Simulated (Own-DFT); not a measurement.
# Which defects push the lattice out? monoclinic HfO2

The numbers are computed, not measured, by runs of the plane-wave DFT program Own-DFT (in-house, retired, unreviewed) at fixed positions, with no spin and no spin-orbit coupling.

Common settings: PBE; PseudoDojo norm-conserving scalar-relativistic files; cutoff 72 hartree; 2 x 2 x 2 k mesh centred on Gamma; Fermi-Dirac smearing of 0.1 eV.

Keep in mind (not all hold for every row): not probed for a lower state with spin; hafnium file: forces about 75 meV/angstrom off all-electron values; oxygen file: force components 24 meV/angstrom off all-electron in a glass; forces on such cells passed a denser k mesh, each cell not checked; stress not checked against mesh or cutoff.

All runs share one cell, with vectors in Å (10.234, 0.000, 0.000); (0.000, 10.350, 0.000); (-1.696, 0.000, 10.445) and a volume of 1106.4 Å³. The atoms are randomly displaced, by u rms on each axis. The defect's site can differ from row to row.

```
cell,formula,u (Å),P (GPa)
no defect,Hf32O64,0.0194,4.13
no defect,Hf32O64,0.0498,5.93
no defect,Hf32O64,0.0511,6.79
one O vacancy,Hf32O63,0.0299,4.06
one O vacancy,Hf32O63,0.0476,5.38
one O vacancy,Hf32O63,0.0502,5.20
one Si on a Hf site,Hf31O64Si,0.0296,2.46
one Si on a Hf site,Hf31O64Si,0.0305,2.65
one Si on a Hf site,Hf31O64Si,0.0561,4.40
two O vacancies,Hf32O62,0.0308,3.94
two O vacancies,Hf32O62,0.0504,4.89
two O vacancies,Hf32O62,0.0504,4.66
two Al on a Hf site each,Al2Hf30O64,0.0288,?
two Al on a Hf site each,Al2Hf30O64,0.0302,2.24
two Al on a Hf site each,Al2Hf30O64,0.0499,4.16
two Al on a Hf site each,Al2Hf30O64,0.0520,4.32
```

## Analysis

P = P0 + c u² + a shift for each defect gives P0 = 3.99 GPa, c = 892 ± 92 GPa/Å² and a scatter of 0.31 GPa. The shifts, and each times the cell's volume:

- one O vacancy: -0.81 ± 0.26 GPa, -5.6 eV
- two O vacancies: -1.29 ± 0.26 GPa, -8.9 eV (-4.4 eV for each of its 2 sites)
- two Al on a Hf site each: -2.24 ± 0.26 GPa, -15.5 eV (-7.7 eV for each of its 2 sites)
- one Si on a Hf site: -2.30 ± 0.26 GPa, -15.9 eV

Positive is outwards. The product with the volume (160.2 GPa Å³ to the eV) is nearly free of the cell's size; divided by the bulk modulus at the cell's pressure it gives the volume that the defect adds. The atoms around the defects weren't relaxed, which would change these numbers.

## Test on the hidden row

The question: what pressure belongs in the blank (two Al on a Hf site each, u = 0.0288 Å)?

The fit gives 2.49 ± 0.38 GPa. The hidden result is 1.91 GPa.
